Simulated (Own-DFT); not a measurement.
# Point defects and the pressure they add: zincblende GaP

Source: density functional calculations with Own-DFT, an unreviewed in-house program that is no longer used. Nothing was measured or relaxed, and spin and spin-orbit coupling are left out.

Settings: PBE; PseudoDojo norm-conserving scalar-relativistic files; cutoff 42 hartree; 3 x 3 x 3 k mesh centred on Gamma; Fermi-Dirac smearing of 0.1 eV.

Caveats (not all hold for every row): not probed for a lower state with spin; forces on such cells failed a check on a denser k mesh; forces on such cells passed a denser k mesh, each cell not checked; stress not checked against mesh or cutoff.

All runs share one cell, with vectors in Å (10.901, 0.000, 0.000); (0.000, 10.901, 0.000); (0.000, 0.000, 10.901) and a volume of 1295.4 Å³. Atoms were moved at random from their sites; u is the rms move along one axis. The defect's site can differ from row to row.

| cell | formula | u (Å) | P (GPa) |
|---|---|---|---|
| no defect | Ga32P32 | 0.0203 | 2.71 |
| no defect | Ga32P32 | 0.0209 | 2.74 |
| no defect | Ga32P32 | 0.0532 | 3.37 |
| two P on a Ga site each | Ga30P34 | 0.0472 | 3.27 |
| two P on a Ga site each | Ga30P34 | 0.0476 | 3.22 |
| two P on a Ga site each | Ga30P34 | 0.0494 | 3.28 |
| one Al on a Ga site | AlGa31P32 | 0.0292 | 2.78 |
| one Al on a Ga site | AlGa31P32 | 0.0473 | 3.27 |
| one Al on a Ga site | AlGa31P32 | 0.0511 | 3.38 |
| two P vacancies | Ga32P30 | 0.0301 | 2.27 |
| two P vacancies | Ga32P30 | 0.0305 | 2.26 |
| two P vacancies | Ga32P30 | 0.0473 | ? |
| two P vacancies | Ga32P30 | 0.0482 | 2.67 |
| one In on a Ga site | Ga31InP32 | 0.0299 | 3.63 |
| one In on a Ga site | Ga31InP32 | 0.0508 | 4.11 |
| one In on a Ga site | Ga31InP32 | 0.0535 | 4.13 |

## Worked fit

P = P0 + c u² + a shift for each defect gives P0 = 2.59 GPa, c = 285 ± 12 GPa/Å² and a scatter of 0.04 GPa. The shifts, and each times the cell's volume:

- one In on a Ga site: 0.76 ± 0.03 GPa, 6.2 eV
- one Al on a Ga site: 0.01 ± 0.03 GPa, 0.1 eV (not resolved)
- two P on a Ga site each: 0.01 ± 0.03 GPa, 0.0 eV (0.0 eV for each of its 2 sites) (not resolved)
- two P vacancies: -0.59 ± 0.03 GPa, -4.7 eV (-2.4 eV for each of its 2 sites)

Positive is outwards. The product with the volume (160.2 GPa Å³ to the eV) is nearly free of the cell's size; divided by the bulk modulus at the cell's pressure it gives the volume that the defect adds. The atoms around the defects weren't relaxed, which would change these numbers.

## Withheld run

Question: what pressure belongs in the blank (two P vacancies, u = 0.0473 Å)?

Estimate: 2.64 ± 0.04 GPa. The run itself gave 2.60 GPa.
